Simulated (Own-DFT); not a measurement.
# Strain and stress in diamond-structure SiGeSn with randomly placed atoms, 64 atoms (Ge48Si8Sn8)

All numbers below are calculated, not measured. The program, named Own-DFT, is a retired in-house plane-wave density functional code that no person has reviewed. Each row is one single-point run on a periodic cell that was not relaxed, without spin or spin-orbit coupling.

Settings of every run: PBE; PseudoDojo norm-conserving scalar-relativistic files; cutoff 49 hartree; 3 x 3 x 3 k mesh centred on Gamma; Fermi-Dirac smearing of 0.1 eV.

Known limits: forces on such cells moved up to 12 meV/angstrom on a denser k mesh; stress not checked against mesh or cutoff.

Unstrained cell vectors in Å: (11.467, 0.000, 0.000); (0.000, 11.467, 0.000); (0.000, 0.000, 11.467). The unstrained cell has measured lattice constants (interpolated for alloys), not those of this functional. That, the random moves and any unrelaxed bonds set the pressure at no strain. Each run strains this cell uniformly, with the atoms carried along. Every atom was also moved at random, by a Gaussian of width 0.05 Å on each axis. The random placing of the alloy's atoms differs from row to row. Strain is the symmetric tensor, in per cent. Stress is positive in tension, and the pressure is minus a third of its trace.

```
run  e_xx (%)  e_yy (%)  e_zz (%)  s_xx (GPa)  s_yy (GPa)  s_zz (GPa)  P (GPa)  E (meV/atom)
  1      2.00      2.00      0.00       -1.82       -1.98       -2.88     2.23          32.3
  2     -0.50     -0.50      0.00       -6.01       -6.02       -5.81     5.95          67.0
  3     -3.00     -3.00      0.00      -10.87      -11.03       -9.02    10.31         108.3
  4      3.00      3.00      0.00       -0.08       -0.12       -1.79     0.66           0.0
  5      1.75      1.75      0.00       -2.06       -2.11       -2.97     2.38          20.2
  6     -1.00     -1.00      0.00       -6.93       -6.71       -6.15     6.60          62.6
  7     -1.75     -1.75      0.00       -8.40       -8.14       -7.34     7.96          81.4
  8      0.25      0.25      0.00       -4.68       -4.60       -4.60     4.63          46.9
  9     -1.50     -1.50      0.00           ?           ?           ?        ?             ?
```

E is the free energy for each atom above the lowest run shown.

## Worked fit

The change of volume is close to e_xx + e_yy + e_zz. A straight line through the runs shown gives P = 5.27 - 79 x (fractional change of volume) GPa, with an error of 2 on the slope and a scatter of 0.24 GPa. The strain isn't the same on all axes, but the crystal is cubic, so the slope still estimates the bulk modulus, averaged over pressures from 0.7 to 10.3 GPa.

## Withheld run

Question: what pressure should run 9 give? Its volume changes by -2.98 %.

The line gives 7.6 GPa. The calculation gave 7.64 GPa.
